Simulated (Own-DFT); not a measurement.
# Biaxial strain at fixed height in wurtzite AlGaN with randomly placed atoms, 72 atoms (Al27Ga9N36)

Everything here is calculated. The program is Own-DFT (plane waves, in-house, since retired, never reviewed by a person); positions were held fixed, and spin and spin-orbit coupling were off.

All runs used: PBE; PseudoDojo norm-conserving scalar-relativistic files (stringent for Ga); cutoff 96 hartree; 4 x 4 x 3 k mesh centred on Gamma; Gaussian smearing of 0.01 eV.

Limits: forces on such cells passed a denser k mesh, each cell not checked; stress not checked against mesh or cutoff.

Unstrained cell vectors in Å: (9.394, 0.000, 0.000); (-4.697, 8.135, 0.000); (0.000, 0.000, 10.066). The unstrained cell has measured lattice constants (interpolated for alloys), not those of this functional. That, the random moves and any unrelaxed bonds set the pressure at no strain. Each run strains x and y alike by e, as a substrate would, and holds the height along z. Each atom got a random Gaussian move of width 0.05 Å along each axis. The random placing of the alloy's atoms differs from row to row. Stress is positive in tension.

| e (%) | u (Å) | (s_xx + s_yy)/2 (GPa) | s_zz (GPa) |
|---|---|---|---|
| -2.75 | 0.048 | -23.77 | -11.64 |
| -2.50 | 0.046 | -21.26 | -11.55 |
| -2.25 | 0.050 | -20.01 | -11.13 |
| -2.00 | 0.048 | -18.97 | -9.25 |
| -1.00 | 0.044 | -11.62 | -7.73 |
| -0.25 | 0.050 | ? | ? |
| 0.50 | 0.050 | -3.87 | -4.64 |
| 0.75 | 0.047 | -1.52 | -5.88 |
| 1.75 | 0.047 | 3.69 | -4.06 |
| 3.00 | 0.051 | 7.72 | -1.17 |

## What the rows give

With e as a fraction, the in-plane stress is -5.8 + 560 e - 3216 e² GPa (errors 10 and 661, scatter 0.59), and s_zz is -6.6 + 178 e GPa (slope ± 12, scatter 0.72). At e = 0 the first slope is C11 + C12 and the second 2 C13, both with the ions held to the strained lattice and at the cell's own pressure. The term in e² is negative: the layer stiffens under compression and softens under tension. A free layer would change its height as e changes, and the in-plane slope would drop by 2 C13²/C33 to the biaxial modulus. At fixed height, a misfit of 1 % moves the in-plane stress by about 5.6 GPa and s_zz by 1.8 GPa.

## Check

Q: what are the two stresses at e = -0.25 %?

Estimate: -7.3 and -7.0 GPa. The hidden result is -7.83 and -6.41 GPa.
